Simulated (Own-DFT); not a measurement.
# Response to strain: grey tin, 32 atoms (Sn32)

All numbers below are calculated, not measured. The program, named Own-DFT, is a retired in-house plane-wave density functional code that no person has reviewed. Each row is one single-point run on a periodic cell that was not relaxed, without spin or spin-orbit coupling.

Settings of every run: PBE; PseudoDojo norm-conserving scalar-relativistic files; cutoff 42 hartree; 3 x 3 x 5 k mesh centred on Gamma; cold (Marzari-Vanderbilt) smearing of 0.2 eV.

Known limits: forces on such cells failed a check on a denser k mesh; stress not checked against mesh or cutoff.

Unstrained cell vectors in Å: (12.978, 0.000, 0.000); (0.000, 12.978, 0.000); (0.000, 0.000, 6.489). The unstrained cell has measured lattice constants (interpolated for alloys), not those of this functional. That, the random moves and any unrelaxed bonds set the pressure at no strain. Each run strains this cell uniformly, with the atoms carried along. Every atom was also moved at random, by a Gaussian of width 0.05 Å on each axis. Strain is the symmetric tensor, in per cent. Stress is positive in tension, and the pressure is minus a third of its trace.

| run | e_xx (%) | e_yy (%) | e_zz (%) | s_xx (GPa) | s_yy (GPa) | s_zz (GPa) | P (GPa) | E (meV/atom) |
|---|---|---|---|---|---|---|---|---|
| 1 | 0.50 | 0.50 | 0.00 | -3.09 | -2.99 | -3.11 | 3.06 | 11.9 |
| 2 | 2.00 | 2.00 | 0.00 | -1.57 | -1.48 | -2.05 | 1.70 | 0.0 |
| 3 | -2.25 | -2.25 | 0.00 | -6.45 | -6.41 | -5.84 | 6.23 | 68.8 |
| 4 | -3.00 | -3.00 | 0.00 | -7.61 | -7.73 | -6.81 | 7.38 | 104.9 |
| 5 | -1.75 | -1.75 | 0.00 | -5.76 | -5.66 | -5.25 | 5.56 | 54.1 |
| 6 | -0.25 | -0.25 | 0.00 | -3.97 | -3.88 | -3.84 | 3.90 | 29.3 |
| 7 | 1.50 | 1.50 | 0.00 | -2.11 | -2.07 | -2.54 | 2.24 | 12.7 |
| 8 | -0.75 | -0.75 | 0.00 | ? | ? | ? | ? | ? |

E is the free energy for each atom above the lowest run shown.

## Worked fit

The change of volume is close to e_xx + e_yy + e_zz. A straight line through the runs shown gives P = 3.80 - 56 x (fractional change of volume) GPa, with an error of 2 on the slope and a scatter of 0.21 GPa. The strain isn't the same on all axes, but the crystal is cubic, so the slope still estimates the bulk modulus, averaged over pressures from 1.7 to 7.4 GPa.

## Withheld run

Question: what pressure should run 8 give? Its volume changes by -1.49 %.

The line gives 4.6 GPa. The calculation gave 4.41 GPa.
